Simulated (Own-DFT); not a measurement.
# Which defects push the lattice out? L1_0 TiAl

Source: density functional calculations with Own-DFT, an unreviewed in-house program that is no longer used. Nothing was measured or relaxed, and spin and spin-orbit coupling are left out.

Settings: PBEsol; PseudoDojo norm-conserving scalar-relativistic files, made for PBE; cutoff 42 hartree; 4 x 4 x 4 k mesh centred on Gamma; cold (Marzari-Vanderbilt) smearing of 0.2 eV.

Caveats: forces on such cells failed a check on a denser k mesh; stress not checked against mesh or cutoff.

All runs share one cell, with vectors in Å (5.622, 5.622, 0.000); (-5.622, 5.622, 0.000); (0.000, 0.000, 8.133) and a volume of 514.0 Å³. u is the rms random offset of the atoms per axis. The defect's site can differ from row to row.

| cell | formula | u (Å) | P (GPa) |
|---|---|---|---|
| no defect | Al16Ti16 | 0.0177 | -1.68 |
| no defect | Al16Ti16 | 0.0198 | -1.67 |
| no defect | Al16Ti16 | 0.0477 | -1.16 |
| one Ti vacancy | Al16Ti15 | 0.0281 | -2.19 |
| one Ti vacancy | Al16Ti15 | 0.0283 | -2.10 |
| one Ti vacancy | Al16Ti15 | 0.0293 | -2.20 |
| one Ti vacancy | Al16Ti15 | 0.0333 | ? |
| two Al vacancies | Al14Ti16 | 0.0272 | -3.43 |
| two Al vacancies | Al14Ti16 | 0.0481 | -3.08 |
| two Al vacancies | Al14Ti16 | 0.0529 | -2.71 |

## Fit

P = P0 + c u² + a shift for each defect gives P0 = -1.80 GPa, c = 293 ± 38 GPa/Å² and a scatter of 0.08 GPa. The shifts, and each times the cell's volume:

- one Ti vacancy: -0.61 ± 0.07 GPa, -1.9 eV
- two Al vacancies: -1.85 ± 0.08 GPa, -5.9 eV (-3.0 eV for each of its 2 sites)

A positive shift means that the defect pushes the cell outwards. Shift times volume (160.2 GPa Å³ is 1 eV) depends little on the cell's size, so, taken for each site, it can be compared between cells at like pressure. The atoms around the defects weren't relaxed, which would change these numbers.

## Withheld run

Question: what pressure belongs in the blank (one Ti vacancy, u = 0.0333 Å)?

The fit gives -2.08 ± 0.10 GPa. DFT gave -2.13 GPa.
